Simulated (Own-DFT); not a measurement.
# Energy and forces against displacement in beta-Si3N4, 42 atoms (N24Si18)

These are calculations, not measurements. The program, named Own-DFT, is a retired in-house plane-wave density functional code that no person has reviewed. Each row is one single-point run on a periodic cell that was not relaxed, without spin or spin-orbit coupling.

Settings of every run: PBE; PseudoDojo norm-conserving scalar-relativistic files; cutoff 42 hartree; 3 x 3 x 3 k mesh centred on Gamma; Fermi-Dirac smearing of 0.1 eV.

Known limits, some of them of some rows only: some atoms lie very close together; forces on such cells passed a denser k mesh, each cell not checked; stress not checked against mesh or cutoff.

Cell vectors in Å: (7.606, 0.000, 0.000); (-3.803, 6.587, 0.000); (0.000, 0.000, 8.727). In each run every atom was moved at random and independently from its ideal site; u is the rms move along one axis. E is the free energy for each atom above the fitted value at u = 0, and F the rms of the force components.

```
run,u (Å),E (meV/atom),F (eV/Å),largest force (eV/Å),P (GPa)
1,0.0196,17.4,0.905,3.36,5.63
2,0.0206,16.9,0.923,2.77,5.79
3,0.0469,?,?,?,?
4,0.0538,134.2,2.209,7.15,9.03
5,0.0966,447.1,4.130,12.83,16.84
6,0.1002,368.2,3.380,9.94,15.08
7,0.1522,1250.3,9.493,44.35,40.27
```

## Worked fit

For small independent moves the energy grows as E = (3/2) K u², with K the mean stiffness felt by one atom. The runs with u up to 0.11 Å give K = 28.9 ± 2.2 eV/Å², with residuals divided by u² + 0.0006 Å², since the noise grows with the moves. The scatter is 14.8 meV/atom at u = 0.05 Å. The forces follow F = G u with G = 41.9 eV/Å²; no force at u = 0 is resolved. G exceeds K because the moves of its neighbours add to the force on an atom, and stiffness differs between atoms. At u = 0.152 Å the parabola gives 1003 meV/atom and the run 1250. The pressure follows P = 5.48 + 1083 u² GPa: at fixed volume, shortened bonds push harder than stretched ones pull.

## Withheld run

Question: what energy and rms force should run 3 give?

The fit gives 95 ± 15 meV/atom and about 1.96 eV/Å. The calculation gave 99.4 meV/atom and 1.957 eV/Å.
